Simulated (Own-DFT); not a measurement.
# What it costs to cut wurtzite GaN, m plane (10-10)

Source: density functional calculations with Own-DFT, an unreviewed in-house program that is no longer used. Nothing was measured or relaxed, and spin and spin-orbit coupling are left out.

Keep in mind (not all hold for every row): k mesh not checked against a denser one; forces on such cells passed a denser k mesh, each cell not checked.

Both sets of runs: PBE; PseudoDojo norm-conserving scalar-relativistic files (stringent for Ga); cutoff 96 hartree; Gaussian smearing of 0.01 eV. The slab has 64 atoms in 16 layers, two equal faces of 33.07 Å² as cut, 15 Å of vacuum, a dipole correction along the normal and a 6 x 6 x 1 mesh. The bulk cell has 96 atoms, the same measured lattice constants and a 3 x 4 x 3 mesh. In the slab only the 16 atoms nearest the faces were moved at random; u is their rms move along one axis. Energies are counted from -3520.29 eV for each atom.

```
slab run,u (Å),E (eV, cell)
1,0.0386,8.593
2,0.0451,8.494
3,0.0480,8.368
4,0.0483,8.860
5,0.0486,9.112
6,0.0523,8.929
7,0.0525,9.008
8,0.0559,8.653
9,0.0844,10.454
10,0.0982,12.356
11,0.1036,10.566
12,0.1193,13.825
```

```
bulk run   u (Å)  E (meV/atom)
       1  0.0193          2.03
       2  0.0202          1.55
       3  0.0212          2.46
       4  0.0471         50.61
       5  0.0488         56.34
       6  0.0489         54.66
       7  0.0492         57.15
       8  0.0518         62.39
       9  0.0521         67.08
      10  0.0538         74.21
```

Q: what is the energy of the unrelaxed surface?

## Answer

Take each set to u = 0 with E = a + b u². Residuals are scaled by 1/(u² + 0.0006 Å²) to tame the large moves. Slab: a = 7.93 ± 0.17 eV. Bulk: a = -9.2 ± 0.5 meV/atom. The excess is 7.93 - 64 x (-0.0092) = 8.52 ± 0.17 eV. Over two faces that is 129 meV/Å², or 2.06 ± 0.04 J/m². Relaxing the faces would lower the energy, and the unlike meshes and the reach from the smallest u down to zero add errors that aren't counted here.
